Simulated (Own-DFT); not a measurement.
SiC (2H silicon carbide, strained, atoms displaced) (calculated)

Computed with Own-DFT development build. A calculation, not a measurement: plane-wave PBE density functional theory by an unreviewed code, no spin, of a simulated periodic cell, stress positive in tension, free energy of the whole cell less one offset for each atom, forces on such cells passed a denser k mesh, this cell's mesh not checked; offsets are fitted by least squares, one for each functional and potential file, so energies compare only between cells with the same atoms and settings and are not formation energies; the far tail of each file's local potential was reset to the Coulomb form; each entry is a single point on an unrelaxed cell, so the pressure reflects the starting lattice, mostly measured values (interpolated for alloys), from which strain is counted, and rises with the displacements; printed positions are rounded, which can move forces by about a meV/angstrom; the program, named Own-DFT, is a retired in-house code; no spin-orbit coupling.

Settings shared by all entries: functional PBE; potential files PseudoDojo norm-conserving, scalar-relativistic, standard set; wave cutoff 42 hartree; occupations Fermi-Dirac; smearing width 0.1 eV; hardware one NVIDIA H100; k mesh 4 x 4 x 3 centred on Gamma.

(1) 
```cif
# cell vector a (Å): 9.1099 -0.1091 0.0691
# cell vector b (Å): -4.6495 8.1800 -0.0760
# cell vector c (Å): 0.0752 -0.0521 10.0485
data_SiC
_symmetry_space_group_name_H-M 'P 1'
_symmetry_Int_Tables_number 1
_cell_length_a 9.1108
_cell_length_b 9.4094
_cell_length_c 10.0489
_cell_angle_alpha 90.933
_cell_angle_beta 89.133
_cell_angle_gamma 120.302
_cell_volume 743.65
loop_
_atom_site_label
_atom_site_type_symbol
_atom_site_fract_x
_atom_site_fract_y
_atom_site_fract_z
_atom_site_occupancy
Si1 Si 0.99509 0.99970 0.00280 1
Si2 Si 0.11868 0.22378 0.25913 1
C1 C 0.99477 0.00843 0.18745 1
C2 C 0.11111 0.22565 0.44058 1
Si3 Si 0.99455 0.99520 0.49735 1
Si4 Si 0.11375 0.22764 0.75032 1
C3 C 0.99077 0.98357 0.69191 1
C4 C 0.10659 0.22276 0.93241 1
Si5 Si 0.00047 0.33051 0.99899 1
Si6 Si 0.11576 0.55776 0.25793 1
C5 C 0.99962 0.33970 0.18402 1
C6 C 0.11136 0.55365 0.44024 1
Si7 Si 0.00124 0.33569 0.50232 1
Si8 Si 0.11427 0.56060 0.75464 1
C7 C 0.00813 0.33503 0.69183 1
C8 C 0.11837 0.56596 0.93976 1
Si9 Si 0.00130 0.66339 0.99411 1
Si10 Si 0.10713 0.88729 0.24116 1
C9 C 0.00571 0.67894 0.18814 1
C10 C 0.10763 0.88063 0.43388 1
Si11 Si 0.98870 0.65916 0.50410 1
Si12 Si 0.11628 0.89257 0.74491 1
C11 C 0.98693 0.66014 0.69302 1
C12 C 0.11729 0.89057 0.93467 1
Si13 Si 0.33558 0.00020 0.99279 1
Si14 Si 0.44339 0.22066 0.25405 1
C13 C 0.33816 0.00036 0.18349 1
C14 C 0.43024 0.22248 0.43730 1
Si15 Si 0.33558 0.99980 0.50515 1
Si16 Si 0.44599 0.21956 0.74895 1
C15 C 0.34009 0.00893 0.68613 1
C16 C 0.43679 0.21668 0.93455 1
Si17 Si 0.32000 0.32691 0.00047 1
Si18 Si 0.45345 0.56154 0.25126 1
C17 C 0.34248 0.34011 0.20341 1
C18 C 0.44669 0.55586 0.43568 1
Si19 Si 0.32716 0.32670 0.50076 1
Si20 Si 0.44430 0.55603 0.75342 1
C19 C 0.33414 0.32905 0.68807 1
C20 C 0.43751 0.55714 0.93982 1
Si21 Si 0.33557 0.67123 0.99572 1
Si22 Si 0.44789 0.89594 0.25949 1
C21 C 0.33946 0.66674 0.18822 1
C22 C 0.44506 0.89900 0.43171 1
Si23 Si 0.33526 0.66624 0.49473 1
Si24 Si 0.44483 0.87639 0.75660 1
C23 C 0.32937 0.66575 0.68601 1
C24 C 0.44142 0.88661 0.93544 1
Si25 Si 0.67254 0.00319 0.00654 1
Si26 Si 0.77178 0.21692 0.24040 1
C25 C 0.66579 0.99878 0.19019 1
C26 C 0.77241 0.22015 0.44095 1
Si27 Si 0.67022 0.99599 0.49626 1
Si28 Si 0.76710 0.22914 0.74437 1
C27 C 0.67079 0.00710 0.68972 1
C28 C 0.77560 0.21239 0.93996 1
Si29 Si 0.67021 0.33733 0.00207 1
Si30 Si 0.77849 0.55825 0.25837 1
C29 C 0.66670 0.32209 0.19135 1
C30 C 0.78302 0.54891 0.43496 1
Si31 Si 0.66343 0.32721 0.49554 1
Si32 Si 0.77105 0.56001 0.75429 1
C31 C 0.67025 0.33244 0.69220 1
C32 C 0.77316 0.55170 0.94564 1
Si33 Si 0.66194 0.65272 0.00004 1
Si34 Si 0.78649 0.89395 0.24723 1
C33 C 0.64682 0.65639 0.18633 1
C34 C 0.76825 0.88440 0.43475 1
Si35 Si 0.66180 0.66691 0.49984 1
Si36 Si 0.78892 0.89031 0.75160 1
C35 C 0.66395 0.67070 0.68815 1
C36 C 0.77472 0.88931 0.93988 1
_calc_free_energy_of_cell_above_offsets '-5.259'  # eV
_calc_pressure 6.36  # GPa
_calc_stress_xx -13.16  # GPa
_calc_stress_yy 2.22  # GPa
_calc_stress_zz -8.14  # GPa
_calc_stress_yz -1.55  # GPa
_calc_stress_xz 3.47  # GPa
_calc_stress_xy -5.05  # GPa
_calc_wall_time 349  # s
```

Force:
```csv
element,x (eV/Å),y (eV/Å),z (eV/Å)
Si,0.995,0.178,-1.435
Si,-1.731,0.949,-1.65
C,3.041,0.255,-0.038
C,-0.836,-1.678,0.591
Si,0.726,-0.006,0.665
Si,0.032,-1.818,-0.551
C,2.568,3.821,-2.266
C,0.2,-1.037,1.325
Si,-0.786,1.24,-0.077
Si,-0.604,0.269,-2.191
C,1.222,-0.601,1.246
C,-0.528,0.054,0.656
Si,-0.564,-0.176,0.236
Si,-1.014,-1.169,-0.833
C,-1.892,0.665,-0.464
C,-0.354,-2.471,-0.602
Si,-0.602,1.869,1.674
Si,0.817,1.684,1.288
C,-0.185,-2.817,-0.739
C,-0.573,0.59,0.715
Si,2.238,1.394,-0.014
Si,-0.166,-0.973,0.847
C,1.97,1.251,-0.507
C,-1.815,-0.67,0.178
Si,0.191,0.184,1.325
Si,0.137,-0.513,-1.024
C,-0.859,0.409,0.347
C,2.933,-1.217,0.625
Si,-1.381,0.381,-1.503
Si,-0.691,0.667,0.353
C,0.648,-2.1,0.588
C,0.494,1.3,0.8
Si,1.779,1.06,0.878
Si,-4.615,-2.212,1.244
C,-0.643,-0.995,-2.693
C,-0.612,-0.644,0.932
Si,-0.182,2.104,0.66
Si,-0.907,-0.691,-0.71
C,0.218,0.984,0.001
C,1.352,-1.448,-0.537
Si,0.108,0.554,2.292
Si,-0.513,-1.455,-3.976
C,-0.774,0.762,0.447
C,1.043,-1.561,3.362
Si,-0.3,0.844,0.623
Si,-0.315,2.373,-2.073
C,1.153,0.116,-0.281
C,1.104,0.338,1.221
Si,-1.288,-1.237,-1.22
Si,1.888,0.443,2.184
C,0.771,-0.105,0.064
C,1.39,-0.586,-1.186
Si,-2.101,1.557,1.457
Si,4.967,-2.429,2.096
C,0.517,-1.376,-0.626
C,-1.041,2.136,-0.742
Si,-0.337,-2.344,0.272
Si,0.15,-0.672,-3.025
C,-1.878,2.621,-0.631
C,-2.88,-0.319,1.682
Si,-1.032,0.457,0.857
Si,0.114,-1.337,-0.091
C,-3.123,2.585,-1.835
C,0.953,-0.144,-1.637
Si,-2.015,2.421,0.774
Si,-3.216,-2.117,0.343
C,6.601,3.515,-0.906
C,1.965,-0.395,-0.268
Si,1.284,-0.32,0.03
Si,-4.528,-0.603,1.114
C,0.49,-0.291,0.149
C,0.822,-1.506,0.192
```

(2) 
```cif
# cell vector a (Å): 9.1317 -0.1153 -0.1120
# cell vector b (Å): -4.6657 8.1832 0.0552
# cell vector c (Å): -0.1219 -0.0010 10.0549
data_SiC
_symmetry_space_group_name_H-M 'P 1'
_symmetry_Int_Tables_number 1
_cell_length_a 9.1331
_cell_length_b 9.4200
_cell_length_c 10.0556
_cell_angle_alpha 89.325
_cell_angle_beta 91.397
_cell_angle_gamma 120.415
_cell_volume 745.85
loop_
_atom_site_label
_atom_site_type_symbol
_atom_site_fract_x
_atom_site_fract_y
_atom_site_fract_z
_atom_site_occupancy
Si1 Si 0.00138 0.99591 0.00481 1
Si2 Si 0.11305 0.21597 0.25051 1
C1 C 0.99782 0.00493 0.19481 1
C2 C 0.11017 0.20777 0.43994 1
Si3 Si 0.00192 0.99821 0.49910 1
Si4 Si 0.11813 0.22928 0.74966 1
C3 C 0.00720 0.99390 0.68576 1
C4 C 0.11603 0.22741 0.94266 1
Si5 Si 0.99979 0.33422 0.99307 1
Si6 Si 0.11694 0.55385 0.25260 1
C5 C 0.00096 0.33181 0.17924 1
C6 C 0.11306 0.55489 0.43190 1
Si7 Si 0.99793 0.32856 0.49698 1
Si8 Si 0.10938 0.55357 0.74844 1
C7 C 0.99953 0.32709 0.68609 1
C8 C 0.11765 0.56750 0.93828 1
Si9 Si 0.99299 0.66553 0.00425 1
Si10 Si 0.10899 0.88855 0.24900 1
C9 C 0.01132 0.68231 0.18502 1
C10 C 0.09586 0.88260 0.43260 1
Si11 Si 0.00076 0.67417 0.49830 1
Si12 Si 0.11940 0.89367 0.74278 1
C11 C 0.99698 0.66555 0.69124 1
C12 C 0.11571 0.89097 0.93686 1
Si13 Si 0.33350 0.99926 0.99593 1
Si14 Si 0.44680 0.22969 0.25264 1
C13 C 0.31768 0.98371 0.19665 1
C14 C 0.45125 0.23125 0.44346 1
Si15 Si 0.33600 0.99107 0.49699 1
Si16 Si 0.42901 0.21345 0.74678 1
C15 C 0.34065 0.00784 0.69067 1
C16 C 0.44918 0.22034 0.93274 1
Si17 Si 0.33917 0.35096 0.00083 1
Si18 Si 0.45827 0.56023 0.25171 1
C17 C 0.33631 0.33456 0.18503 1
C18 C 0.44493 0.56819 0.43526 1
Si19 Si 0.33138 0.32421 0.50281 1
Si20 Si 0.44929 0.55148 0.74865 1
C19 C 0.33928 0.32066 0.68775 1
C20 C 0.43479 0.55940 0.93538 1
Si21 Si 0.34262 0.67315 0.99997 1
Si22 Si 0.44311 0.87823 0.23809 1
C21 C 0.32744 0.66572 0.18391 1
C22 C 0.43871 0.88737 0.44534 1
Si23 Si 0.33643 0.65639 0.49593 1
Si24 Si 0.43647 0.88392 0.75255 1
C23 C 0.34283 0.67515 0.68962 1
C24 C 0.44667 0.89214 0.93335 1
Si25 Si 0.66477 0.99696 0.99953 1
Si26 Si 0.77308 0.22115 0.25275 1
C25 C 0.66352 0.99712 0.18751 1
C26 C 0.77834 0.21709 0.44071 1
Si27 Si 0.67403 0.00577 0.49660 1
Si28 Si 0.76941 0.22002 0.74908 1
C27 C 0.66017 0.99811 0.68519 1
C28 C 0.77952 0.23254 0.94303 1
Si29 Si 0.66637 0.32650 0.00526 1
Si30 Si 0.77996 0.55599 0.25035 1
C29 C 0.67399 0.33918 0.18401 1
C30 C 0.78638 0.56257 0.43914 1
Si31 Si 0.66771 0.33009 0.50639 1
Si32 Si 0.78260 0.56337 0.75622 1
C31 C 0.67004 0.33184 0.69432 1
C32 C 0.77844 0.56204 0.94554 1
Si33 Si 0.66724 0.67346 0.00015 1
Si34 Si 0.78320 0.89463 0.24653 1
C33 C 0.66292 0.66985 0.18810 1
C34 C 0.77815 0.88807 0.43534 1
Si35 Si 0.66872 0.66209 0.49243 1
Si36 Si 0.77385 0.88733 0.74864 1
C35 C 0.65961 0.66654 0.68075 1
C36 C 0.77912 0.89362 0.93209 1
_calc_free_energy_of_cell_above_offsets '-4.987'  # eV
_calc_pressure 5.62  # GPa
_calc_stress_xx -11.95  # GPa
_calc_stress_yy 1.94  # GPa
_calc_stress_zz -6.85  # GPa
_calc_stress_yz -0.37  # GPa
_calc_stress_xz -3.4  # GPa
_calc_stress_xy -4.72  # GPa
_calc_wall_time 362  # s
```

Force:
```csv
element,x (eV/Å),y (eV/Å),z (eV/Å)
Si,0.311,1.453,-1.074
Si,-1.034,1.984,-0.203
C,1.645,-0.909,-2.02
C,-0.935,2.325,-0.7
Si,-0.56,-1.082,0.624
Si,-0.023,-2.174,0.638
C,-2.362,1.5,0.203
C,-0.405,-0.854,-1.116
Si,0.906,1.438,0.814
Si,-1.707,-0.366,-2.032
C,-0.073,-0.019,2.307
C,-0.589,-0.657,1.922
Si,1.379,0.763,0.336
Si,0.566,0.417,0.313
C,-0.503,1.03,0.048
C,-0.667,-1.582,-0.257
Si,2.472,1.522,-0.956
Si,-1.459,-0.252,0.807
C,-0.742,-3.083,1.198
C,2.334,1.071,0.922
Si,1.768,-0.895,0.905
Si,-0.348,-1.444,1.841
C,1.136,0.927,-1.239
C,-1.385,-0.77,-0.363
Si,0.012,0.558,1.455
Si,0.789,-1.657,-0.341
C,3.029,3.706,-2.205
C,-0.103,-1.794,-1.282
Si,-2.443,1.638,0.553
Si,5.175,0.456,2.123
C,-0.015,-2.345,-1.664
C,-1.602,0.479,1.271
Si,1.115,-2.639,-0.33
Si,-3.689,-1.254,-0.272
C,0.069,0.839,1.139
C,3.214,-3.728,-0.626
Si,-0.193,1.451,-0.52
Si,-1.635,0.171,-0.193
C,-4.079,3.684,-0.827
C,2.684,0.237,-0.239
Si,-2.388,0.047,-0.366
Si,-1.836,1.103,2.913
C,2.627,-0.532,0.155
C,2.561,-1.258,-2.435
Si,-3.12,3.476,2.037
Si,1.22,1.27,-1.338
C,-0.679,-2.93,-0.922
C,-0.191,-0.45,1.445
Si,0.452,1.803,-0.425
Si,1.355,0.099,-1.05
C,0.341,0.699,-0.4
C,-1.221,1.055,-1.037
Si,-0.918,-2.511,0.873
Si,1.69,-0.741,0.956
C,0.841,0.567,0.645
C,0.636,-2.514,-1.549
Si,-1.077,1.811,-1.816
Si,0.637,1.044,-0.519
C,-0.928,-0.654,2.203
C,-1.294,-2.56,-0.827
Si,0.815,1.368,0.195
Si,-0.967,-1.288,-0.514
C,-1.881,1.309,-0.853
C,-1.377,-1.383,-0.907
Si,0.019,-0.49,-0.371
Si,-1.367,-1.094,1.379
C,2.485,1.043,-0.604
C,-0.366,-0.041,0.036
Si,-0.673,1.597,1.104
Si,0.546,0.496,-1.406
C,2.025,0.115,0.904
C,-0.02,-0.603,1.534
```

(3) 
```cif
# cell vector a (Å): 9.4262 -0.0981 0.1251
# cell vector b (Å): -4.7981 8.1431 0.0240
# cell vector c (Å): 0.1362 0.1088 10.2180
data_SiC
_symmetry_space_group_name_H-M 'P 1'
_symmetry_Int_Tables_number 1
_cell_length_a 9.4275
_cell_length_b 9.4516
_cell_length_c 10.2195
_cell_angle_alpha 89.717
_cell_angle_beta 88.482
_cell_angle_gamma 121.098
_cell_volume 779.28
loop_
_atom_site_label
_atom_site_type_symbol
_atom_site_fract_x
_atom_site_fract_y
_atom_site_fract_z
_atom_site_occupancy
Si1 Si 0.00533 0.00397 0.99517 1
Si2 Si 0.10986 0.21541 0.25055 1
C1 C 0.00492 0.00525 0.17609 1
C2 C 0.10743 0.21744 0.43396 1
Si3 Si 0.99814 0.00196 0.49253 1
Si4 Si 0.10975 0.22719 0.75858 1
C3 C 0.00499 0.99931 0.69344 1
C4 C 0.11018 0.22832 0.94350 1
Si5 Si 0.99544 0.33638 0.00251 1
Si6 Si 0.10620 0.54875 0.25056 1
C5 C 0.99208 0.33630 0.18649 1
C6 C 0.10882 0.54546 0.43530 1
Si7 Si 0.01008 0.33741 0.49583 1
Si8 Si 0.12234 0.55648 0.75218 1
C7 C 0.99932 0.33122 0.69426 1
C8 C 0.11334 0.55587 0.93050 1
Si9 Si 0.00005 0.66743 0.00345 1
Si10 Si 0.11046 0.88557 0.25585 1
C9 C 0.99288 0.65101 0.18935 1
C10 C 0.11252 0.89225 0.44706 1
Si11 Si 0.00035 0.65960 0.49337 1
Si12 Si 0.11499 0.89022 0.75379 1
C11 C 0.99762 0.66031 0.68313 1
C12 C 0.11485 0.88612 0.93645 1
Si13 Si 0.32776 0.00717 0.00234 1
Si14 Si 0.44150 0.22522 0.25417 1
C13 C 0.33076 0.00316 0.18301 1
C14 C 0.45155 0.21908 0.44064 1
Si15 Si 0.35146 0.01021 0.50522 1
Si16 Si 0.44173 0.22749 0.75156 1
C15 C 0.32617 0.00346 0.68377 1
C16 C 0.43737 0.21772 0.93402 1
Si17 Si 0.32407 0.32906 0.99827 1
Si18 Si 0.44722 0.56402 0.24552 1
C17 C 0.34388 0.34259 0.18737 1
C18 C 0.44080 0.55572 0.43425 1
Si19 Si 0.33173 0.33412 0.49362 1
Si20 Si 0.44386 0.55148 0.74644 1
C19 C 0.32497 0.32762 0.68787 1
C20 C 0.43679 0.54288 0.93924 1
Si21 Si 0.34469 0.66852 0.99359 1
Si22 Si 0.43644 0.88619 0.24543 1
C21 C 0.33493 0.66870 0.18551 1
C22 C 0.43890 0.88622 0.43302 1
Si23 Si 0.33469 0.67341 0.50534 1
Si24 Si 0.44200 0.88843 0.75459 1
C23 C 0.33213 0.66802 0.68680 1
C24 C 0.45502 0.89288 0.92890 1
Si25 Si 0.65953 0.99474 0.00694 1
Si26 Si 0.77237 0.21705 0.25771 1
C25 C 0.66738 0.00077 0.19029 1
C26 C 0.79196 0.22823 0.42918 1
Si27 Si 0.66629 0.99811 0.49946 1
Si28 Si 0.78110 0.22015 0.75408 1
C27 C 0.65758 0.00281 0.67828 1
C28 C 0.78127 0.22183 0.93149 1
Si29 Si 0.66888 0.32925 0.99878 1
Si30 Si 0.77674 0.56165 0.25234 1
C29 C 0.67196 0.33194 0.19171 1
C30 C 0.78232 0.56005 0.43566 1
Si31 Si 0.67270 0.33778 0.48809 1
Si32 Si 0.77772 0.56076 0.75422 1
C31 C 0.66465 0.32944 0.68123 1
C32 C 0.77851 0.55907 0.94404 1
Si33 Si 0.65603 0.65621 0.98933 1
Si34 Si 0.78525 0.89334 0.25046 1
C33 C 0.66704 0.66553 0.18450 1
C34 C 0.77453 0.88571 0.44203 1
Si35 Si 0.66277 0.66818 0.48926 1
Si36 Si 0.77401 0.89636 0.75655 1
C35 C 0.66100 0.66779 0.68386 1
C36 C 0.76547 0.88247 0.93372 1
_calc_free_energy_of_cell_above_offsets '-6.455'  # eV
_calc_pressure -4.38  # GPa
_calc_stress_xx 8.08  # GPa
_calc_stress_yy 3.66  # GPa
_calc_stress_zz 1.39  # GPa
_calc_stress_yz 3.81  # GPa
_calc_stress_xz 3.91  # GPa
_calc_stress_xy -4.53  # GPa
_calc_wall_time 371.4  # s
```

Force:
```csv
element,x (eV/Å),y (eV/Å),z (eV/Å)
Si,-0.979,-1.151,-0.672
Si,-0.445,1.861,-1.422
C,0.332,-1.017,2.296
C,0.621,0.839,0.019
Si,0.761,-1.198,2.855
Si,0.12,-1.377,-1.335
C,-1.587,0.577,-0.225
C,-0.416,-0.718,-0.406
Si,0.509,0.069,-0.327
Si,0.449,0.33,-0.573
C,1.587,-1.191,0.237
C,0.253,2.536,0.095
Si,-0.914,-1.877,1.55
Si,-3.196,-0.743,-1.126
C,0.941,0.512,-1.473
C,0.142,0.627,2.214
Si,0.567,-0.566,-0.562
Si,-0.244,-0.093,-0.637
C,0.26,2.473,0.109
C,0.729,-0.21,-1.817
Si,-0.308,1.069,1.664
Si,-1.076,-1.229,-1.817
C,0.721,0.667,0.922
C,-0.959,0.565,0.771
Si,1.483,-1.411,-0.993
Si,1.275,-0.081,-1.002
C,0.337,-0.214,1.304
C,-1.388,1.688,-1.172
Si,-2.159,-2.074,-0.543
Si,0.829,-0.858,-1.559
C,2.127,0.097,1.743
C,0.271,1.429,0.843
Si,1.438,-0.253,1.108
Si,-0.032,-0.63,0.405
C,-1.179,-1.076,0.156
C,-0.077,0.427,0.055
Si,0.58,-0.729,1.2
Si,-0.583,-0.031,-0.078
C,0.48,1.225,-0.473
C,0.031,1.317,-1.376
Si,-1.944,-0.266,0.583
Si,0.498,0.571,0.282
C,-0.393,-0.248,-0.548
C,0.736,0.84,0.503
Si,-0.009,-1.281,-1.435
Si,-0.567,0.829,-2.48
C,1.452,0.407,0.455
C,-1.524,-0.405,2.747
Si,1.158,0.974,-1.319
Si,0.236,0.809,-2.856
C,-0.204,-0.556,0.206
C,-1.042,-0.896,2.957
Si,-0.401,0.711,-1.04
Si,-1.858,0.281,-2.371
C,1.443,-0.058,2.047
C,-0.661,-0.471,2.218
Si,-0.702,0.25,0.502
Si,0.266,-1.623,-0.985
C,-1.343,-0.096,-0.349
C,-0.88,0.123,-0.325
Si,0.627,-0.36,2.008
Si,0.362,-0.975,-1.629
C,0.103,0.83,1.024
C,0.236,-0.817,-1.06
Si,0.761,1.13,1.828
Si,-0.985,-0.723,-0.819
C,0.063,1.044,-0.018
C,0.219,1.287,-1.637
Si,0.778,-1.214,2.193
Si,0.568,-0.814,-2.928
C,0.88,0.44,0.374
C,0.827,0.695,1.915
```
